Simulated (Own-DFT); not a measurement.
# Hybrid less PBE against volume: monoclinic HfO2, 94 atoms (Hf32O62), with two O vacancies

These are calculations. Each geometry was run twice at fixed positions with Own-DFT, a retired in-house plane-wave program that no person has reviewed: with PBE, and with HSE06 (exact exchange share 0.25 at short range, screening 0.11 per bohr, Gygi-Baldereschi treatment of its divergence). Both used PseudoDojo norm-conserving files made for PBE, a cutoff of 48 hartree, the Gamma point alone, fixed occupations, a neutral cell and no spin. The unstrained cell is 10.1 Å across at its thinnest, so Gamma alone is coarse and defects feel their images. The hafnium file keeps the 4f electrons in the core, and its forces lie about 75 meV/Å off all-electron values. The oxygen file's force components were 24 meV/Å off all-electron values in a glass.

Unstrained cell vectors in Å: (10.234, 0.000, 0.000); (0.000, 10.350, 0.000); (-1.695, 0.000, 10.445), volume V0 = 1106.4 Å³, from measured lattice constants. Each geometry has its own random strain of a few per cent, its own defect sites and random moves of rms u per axis. HSE06 gave the energy alone. D is its energy less that of PBE, over the lowest D shown. The PBE stress wasn't checked against mesh or cutoff.

| run | V - V0 (Å³) | u (Å) | P with PBE (GPa) | D (eV) |
|---|---|---|---|---|
| 1 | -18.3 | 0.0319 | 8.30 | 0.000 |
| 2 | 0.1 | 0.0283 | 4.40 | 0.575 |
| 3 | -16.0 | 0.0302 | 7.48 | 0.054 |
| 4 | -3.4 | 0.0303 | 5.41 | 0.392 |
| 5 | 15.8 | 0.0473 | 1.31 | 0.950 |
| 6 | -21.4 | 0.0288 | 8.66 | 0.022 |
| 7 | 21.8 | 0.0483 | 0.25 | 1.155 |
| 8 | 8.7 | 0.0303 | 2.95 | 0.599 |
| 9 | -13.9 | 0.0307 | 7.69 | 0.187 |
| 10 | -8.2 | 0.0298 | 6.48 | 0.345 |
| 11 | 20.0 | 0.0300 | 0.36 | 0.926 |
| 12 | -20.5 | 0.0479 | 10.51 | 0.098 |
| 13 | -6.0 | 0.0501 | 6.38 | 0.588 |
| 14 | 6.8 | 0.0490 | 3.78 | ? |

## Analysis

D = 0.38 + 0.0231 (V - V0) + 106 u² eV, with an error of 0.0013 on the volume slope, 28 on the last term and a scatter of 0.06 eV. Pressure is -dE/dV, and 1 eV/Å³ is 160.2 GPa, so HSE06 changes the pressure by -3.7 ± 0.2 GPa. With the ions held to the strained lattice, the PBE pressure falls by 242 ± 9 GPa per unit of volume strain; the shape of the strain isn't fitted, so the true error is larger, and a relaxed crystal would be softer. On that slope HSE06's volume at a given pressure is about 1.5 % smaller, or 0.5 % in lengths. At u = 0 and V0 the PBE pressure is 4.0 GPa, which puts the zero-pressure volume, against the measured cell and with the defects in, at +1.7 % for PBE and +0.1 % for HSE06, each good to a few tenths of a per cent.

## Test on the hidden row

Q: what D should run 14 give?

The fit gives 0.80 eV, with rows scattering by 0.06. Computed: 0.762 eV.
